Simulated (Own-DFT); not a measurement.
# Biaxial strain at fixed height in wurtzite AlGaN with randomly placed atoms, 72 atoms (Al27Ga9N36)

Source: density functional calculations with Own-DFT, an unreviewed in-house program that is no longer used. Nothing was measured or relaxed, and spin and spin-orbit coupling are left out.

Method: PBE; PseudoDojo norm-conserving scalar-relativistic files; cutoff 42 hartree; 4 x 4 x 3 k mesh centred on Gamma; Fermi-Dirac smearing of 0.1 eV.

Keep in mind: forces on such cells passed a denser k mesh, each cell not checked; stress not checked against mesh or cutoff.

Unstrained cell vectors in Å: (9.394, 0.000, 0.000); (-4.697, 8.135, 0.000); (0.000, 0.000, 10.066). The unstrained cell has measured lattice constants (interpolated for alloys), not those of this functional. That, the random moves and any unrelaxed bonds set the pressure at no strain. Each run strains x and y alike by e, as a substrate would, and holds the height along z. All atoms carry random offsets, Gaussian with a width of 0.05 Å per axis. The random placing of the alloy's atoms differs from row to row. Stress is positive in tension.

```
e (%),u (Å),(s_xx + s_yy)/2 (GPa),s_zz (GPa)
-2.25,0.050,-21.56,-9.76
-2.00,0.048,-20.33,-7.67
-0.75,0.048,?,?
0.25,0.046,-5.19,-5.79
0.75,0.052,-1.97,-7.71
1.00,0.046,-0.88,-5.52
2.25,0.049,4.97,-2.08
2.50,0.047,5.67,-1.89
2.75,0.049,7.22,-3.22
3.00,0.056,7.85,-2.51
```

## Worked fit

With e as a fraction, the in-plane stress is -6.5 + 596 e - 3898 e² GPa (errors 6 and 354, scatter 0.29), and s_zz is -6.3 + 132 e GPa (slope ± 23, scatter 1.25). At e = 0 the first slope is C11 + C12 and the second 2 C13, both with the ions held to the strained lattice and at the cell's own pressure. The term in e² is negative: the layer stiffens under compression and softens under tension. A free layer would change its height as e changes, and the in-plane slope would drop by 2 C13²/C33 to the biaxial modulus. At fixed height, a misfit of 1 % moves the in-plane stress by about 6.0 GPa and s_zz by 1.3 GPa.

## Withheld run

Q: what are the two stresses at e = -0.75 %?

Estimate: -11.2 and -7.3 GPa. The calculation gave -9.32 and -9.65 GPa. The miss is larger than the scatter suggests: chance, or a term that the fit lacks.
